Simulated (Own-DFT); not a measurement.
# Strain and stress in wurtzite AlGaN with randomly placed atoms, 72 atoms (Al9Ga27N36)

Calculated results; nothing here was measured. The program, named Own-DFT, is a retired in-house plane-wave density functional code that no person has reviewed. Each row is one single-point run on a periodic cell that was not relaxed, without spin or spin-orbit coupling.

Settings of every run: PBE; PseudoDojo norm-conserving scalar-relativistic files (stringent for Ga); cutoff 96 hartree; 4 x 4 x 3 k mesh centred on Gamma; Gaussian smearing of 0.01 eV.

Known limits: forces on such cells passed a denser k mesh, each cell not checked; stress not checked against mesh or cutoff.

Unstrained cell vectors in Å: (9.509, 0.000, 0.000); (-4.755, 8.235, 0.000); (0.000, 0.000, 10.268). The unstrained cell has measured lattice constants (interpolated for alloys), not those of this functional. That, the random moves and any unrelaxed bonds set the pressure at no strain. Each run strains this cell uniformly, with the atoms carried along. Every atom was also moved at random, by a Gaussian of width 0.05 Å on each axis. The random placing of the alloy's atoms differs from row to row. Strain is the symmetric tensor, in per cent. Stress is positive in tension, and the pressure is minus a third of its trace.

| run | e_xx (%) | e_yy (%) | e_zz (%) | s_xx (GPa) | s_yy (GPa) | s_zz (GPa) | P (GPa) | E (meV/atom) |
|---|---|---|---|---|---|---|---|---|
| 1 | -1.00 | -1.00 | 0.00 | -11.26 | -13.20 | -8.82 | 11.09 | 10.4 |
| 2 | -1.75 | -1.75 | 0.00 | -16.47 | -18.12 | -9.41 | 14.67 | 25.9 |
| 3 | -0.25 | -0.25 | 0.00 | -9.20 | -8.81 | -6.22 | 8.08 | 0.0 |
| 4 | -3.00 | -3.00 | 0.00 | -24.56 | -26.34 | -12.65 | 21.18 | 57.9 |
| 5 | 1.75 | 1.75 | 0.00 | 1.86 | -0.03 | -3.39 | 0.52 | 2.6 |
| 6 | -1.25 | -1.25 | 0.00 | -12.06 | -15.65 | -9.11 | 12.28 | 14.8 |
| 7 | 2.25 | 2.25 | 0.00 | 4.34 | 4.80 | -5.96 | -1.06 | 1.8 |
| 8 | -2.25 | -2.25 | 0.00 | -20.62 | -22.14 | -9.49 | 17.42 | 36.0 |
| 9 | -2.50 | -2.50 | 0.00 | ? | ? | ? | ? | ? |

E is the free energy for each atom above the lowest run shown.

## Worked fit

The change of volume is close to e_xx + e_yy + e_zz. A straight line through the runs shown gives P = 7.72 - 209 x (fractional change of volume) GPa, with an error of 8 on the slope and a scatter of 0.77 GPa. The strain isn't the same on all axes and the cell isn't cubic, so the slope belongs to this path and is not the bulk modulus.

## Withheld run

Question: what pressure should run 9 give? Its volume changes by -4.94 %.

The line gives 18.0 GPa. The calculation gave 19.22 GPa.
